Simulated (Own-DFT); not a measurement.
# Strain and stress in 4H SiC, 72 atoms (C36Si36)

All numbers below are calculated, not measured. The program, named Own-DFT, is a retired in-house plane-wave density functional code that no person has reviewed. Each row is one single-point run on a periodic cell that was not relaxed, without spin or spin-orbit coupling.

Settings of every run: PBE; PseudoDojo norm-conserving scalar-relativistic files; cutoff 42 hartree; 4 x 4 x 3 k mesh centred on Gamma; Fermi-Dirac smearing of 0.1 eV.

Known limits: forces on such cells passed a denser k mesh, each cell not checked; stress not checked against mesh or cutoff.

Unstrained cell vectors in Å: (9.248, 0.000, 0.000); (-4.624, 8.009, 0.000); (0.000, 0.000, 10.068). The unstrained cell has measured lattice constants (interpolated for alloys), not those of this functional. That, the random moves and any unrelaxed bonds set the pressure at no strain. Each run strains this cell uniformly, with the atoms carried along. Every atom was also moved at random, by a Gaussian of width 0.05 Å on each axis. Strain is the symmetric tensor, in per cent. Stress is positive in tension, and the pressure is minus a third of its trace.

```
run,e_xx (%),e_yy (%),e_zz (%),e_yz (%),e_xz (%),e_xy (%),s_xx (GPa),s_yy (GPa),s_zz (GPa),s_yz (GPa),s_xz (GPa),s_xy (GPa),P (GPa),E (meV/atom)
1,-1.01,1.07,-0.04,0.60,0.92,-0.44,-8.60,-0.96,-6.08,1.16,3.81,-2.16,5.21,24.5
2,0.23,-1.96,-0.29,0.16,1.41,-0.12,-6.66,-14.35,-8.83,1.09,5.32,-1.42,9.95,33.8
3,-1.14,-0.15,-0.39,0.93,1.12,-1.12,-11.55,-7.37,-9.20,3.33,3.75,-4.39,9.38,39.0
4,1.85,-1.29,-1.79,0.97,-1.77,1.25,2.35,-12.66,-15.52,3.08,-6.57,6.70,8.61,45.4
5,0.12,1.25,1.55,1.19,-0.62,1.57,-3.13,0.71,3.34,3.92,-2.26,7.47,-0.31,43.1
6,-1.95,-0.06,-1.86,-0.39,-1.22,0.86,-16.99,-7.21,-21.66,-1.82,-4.59,3.14,15.28,63.7
7,1.69,1.07,1.72,-0.16,-0.78,-0.11,5.51,3.93,4.32,-0.35,-2.39,-0.49,-4.59,0.0
8,-0.73,-1.15,-0.01,-1.14,-0.94,-1.86,-9.65,-11.22,-9.80,-4.01,-3.51,-8.15,10.22,48.6
9,1.92,1.16,-1.62,0.99,-1.95,-1.44,6.49,0.98,-14.49,3.09,-6.85,-6.83,2.34,31.1
10,-0.53,0.02,1.13,1.52,1.70,-0.38,-6.78,-6.88,0.79,4.98,5.12,-1.46,4.29,41.2
11,1.38,-1.15,-1.87,0.57,-1.18,-0.36,0.33,-11.02,-17.43,0.73,-4.84,-1.63,9.37,44.9
12,-0.37,-0.04,-0.17,0.41,0.69,-1.59,-7.77,-4.85,-8.54,1.57,3.21,-8.14,7.05,31.8
13,-0.75,1.68,0.62,-1.98,0.77,-1.60,-7.85,3.26,-2.93,-6.80,1.66,-9.39,2.51,40.4
14,-1.35,1.75,1.01,1.28,0.62,-1.60,-11.95,2.37,1.11,4.34,1.77,-7.22,2.82,42.5
15,-0.97,0.22,-1.98,-1.78,-0.73,-1.96,-11.92,-4.16,-21.73,-6.13,-2.48,-9.42,12.60,65.8
16,0.64,0.00,1.47,0.75,1.42,-1.52,-1.79,-4.89,2.47,2.54,4.85,-6.66,1.40,43.8
17,-1.17,0.36,0.83,-0.31,-0.76,1.39,?,?,?,?,?,?,?,?
```

E is the free energy for each atom above the lowest run shown.

## Worked fit

Each stress component was fitted by least squares to a constant and the strains of the runs shown, as fractions, with shears doubled. Shear strains stay in the fit of a normal stress only where such slopes are resolved. The slopes, in GPa:

```
stress,at no strain,per e_xx,per e_yy,per e_zz,scatter
s_xx,-5.4,549 ± 17,97 ± 20,37 ± 17,0.78
s_yy,-5.3,65 ± 24,509 ± 29,28 ± 24,1.12
s_zz,-6.8,93 ± 29,51 ± 35,628 ± 29,1.35
```

Each shear stress against twice its own strain: yz 166 ± 7, xz 176 ± 12, xy 220 ± 8 GPa. These are stiffnesses along x, y and z of the frame in which the cell vectors are given, which need not be the crystal's axes. The atoms are held to the strained lattice; where symmetry lets them move under strain, relaxing them would lower some slopes. The table should be nearly symmetric about its diagonal, and what it lacks of that shows the noise. A ninth of its sum, 229 ± 4 GPa, estimates the bulk modulus near the mean pressure of these runs, 6.0 GPa, so it lies above the value at zero pressure.

## Withheld run

Question: what normal stresses and pressure should run 17 give?

The fit gives s_xx = -11.1, s_yy = -4.0, s_zz = -2.5 and P = 5.9 GPa. The calculation gave -10.26, -2.94, -3.10 and P = 5.43 GPa.
